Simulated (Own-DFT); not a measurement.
# Energy and forces against displacement in zincblende GaP, 96 atoms (Ga48P48)

All numbers below are calculated, not measured. The program, named Own-DFT, is a retired in-house plane-wave density functional code that no person has reviewed. Each row is one single-point run on a periodic cell that was not relaxed, without spin or spin-orbit coupling.

Settings of every run: PBE; PseudoDojo norm-conserving scalar-relativistic files; cutoff 42 hartree; 2 x 3 x 3 k mesh centred on Gamma; Fermi-Dirac smearing of 0.1 eV.

Known limits, some of them of some rows only: some atoms lie very close together; forces on such cells moved up to 12 meV/angstrom on a denser k mesh; forces on such cells passed a denser k mesh, each cell not checked; stress not checked against mesh or cutoff.

Cell vectors in Å: (16.352, 0.000, 0.000); (0.000, 10.901, 0.000); (0.000, 0.000, 10.901). In each run every atom was moved at random and independently from its ideal site; u is the rms move along one axis. E is the free energy for each atom above the fitted value at u = 0, and F the rms of the force components.

| run | u (Å) | E (meV/atom) | F (eV/Å) | largest force (eV/Å) | P (GPa) |
|---|---|---|---|---|---|
| 1 | 0.0187 | 5.8 | 0.264 | 1.37 | 2.70 |
| 2 | 0.0199 | 6.4 | 0.272 | 0.79 | 2.71 |
| 3 | 0.0482 | 39.2 | 0.667 | 2.29 | 3.15 |
| 4 | 0.0484 | ? | ? | ? | ? |
| 5 | 0.0486 | 41.9 | 0.679 | 2.05 | 3.23 |
| 6 | 0.0995 | 168.7 | 1.419 | 5.35 | 4.95 |
| 7 | 0.1039 | 168.5 | 1.516 | 10.38 | 5.13 |
| 8 | 0.1508 | 392.6 | 2.598 | 12.45 | 8.27 |
| 9 | 0.2038 | 650.8 | 3.539 | 15.06 | 12.00 |

## Worked fit

For small independent moves the energy grows as E = (3/2) K u², with K the mean stiffness felt by one atom. The runs with u up to 0.11 Å give K = 11.1 ± 0.3 eV/Å², with residuals divided by u² + 0.0006 Å², since the noise grows with the moves. The scatter is 2.2 meV/atom at u = 0.05 Å. The forces follow F = G u with G = 14.1 eV/Å²; no force at u = 0 is resolved. G exceeds K because the moves of its neighbours add to the force on an atom, and stiffness differs between atoms. At u = 0.204 Å the parabola gives 694 meV/atom and the run 651. The pressure follows P = 2.63 + 233 u² GPa: at fixed volume, shortened bonds push harder than stretched ones pull.

## Withheld run

Question: what energy and rms force should run 4 give?

The fit gives 39 ± 2 meV/atom and about 0.68 eV/Å. The calculation gave 41.9 meV/atom and 0.735 eV/Å.
